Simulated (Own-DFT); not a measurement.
# Same atoms, different arrangement: C36Si36, 72 atoms

All numbers below are calculated, not measured. They come from Own-DFT, an in-house plane-wave density functional program, since retired, whose code no person has reviewed. Each row is one single-point run on a periodic cell that was not relaxed, without spin or spin-orbit coupling.

Settings of every run: PBE; PseudoDojo norm-conserving scalar-relativistic files; cutoff 42 hartree; 4 x 4 x 3 k mesh centred on Gamma; Fermi-Dirac smearing of 0.1 eV.

Known limits, some of them of some rows only: not probed for a lower state with spin; forces on such cells passed a denser k mesh, each cell not checked; stress not checked against mesh or cutoff.

All cells hold the same atoms in the same cell, with vectors in Å (9.248, 0.000, 0.000); (-4.624, 8.009, 0.000); (0.000, 0.000, 10.068). Every atom was moved at random from its ideal site; u is the rms move along one axis. The defect's site can differ from row to row. E is the free energy of the cell above the lowest run. The arrangements:

- A: 2H SiC
- B: 4H SiC
- C: 4H SiC, with one C on a Si site and one Si on a C site, 1.9 Å apart

```
arrangement,u (Å),E (eV),P (GPa)
A,0.0288,0.228,3.79
A,0.0291,0.187,3.82
A,0.0302,0.489,3.87
A,0.0614,7.707,6.46
A,0.0622,8.357,6.63
A,0.0645,9.403,6.68
B,0.0299,0.205,3.72
B,0.0301,0.000,3.70
B,0.0301,0.064,3.72
B,0.0576,6.955,6.03
B,0.0621,7.183,6.20
B,0.0632,7.504,6.43
C,0.0275,9.545,6.99
C,0.0316,11.116,7.44
C,0.0318,10.210,7.17
C,0.0495,14.614,8.60
C,0.0505,14.489,8.41
C,0.0508,15.697,8.94
```

Question: once the cost of the random moves is taken out, how do the arrangements rank?

## Worked answer

Fit E = a + b u², with one b for all and one a for each arrangement, and with residuals divided by u², since the noise grows with the moves. Then b = 2705 eV/Å², the scatter at u = 0.04 Å is 0.42 eV, and against A:

- B: -0.34 ± 0.18 eV (not told apart from A)
- C: 9.82 ± 0.18 eV (higher)

These are energies of unrelaxed cells. Relaxing the atoms lowers the strained arrangements most, so the gaps would shrink and small ones could change sign.
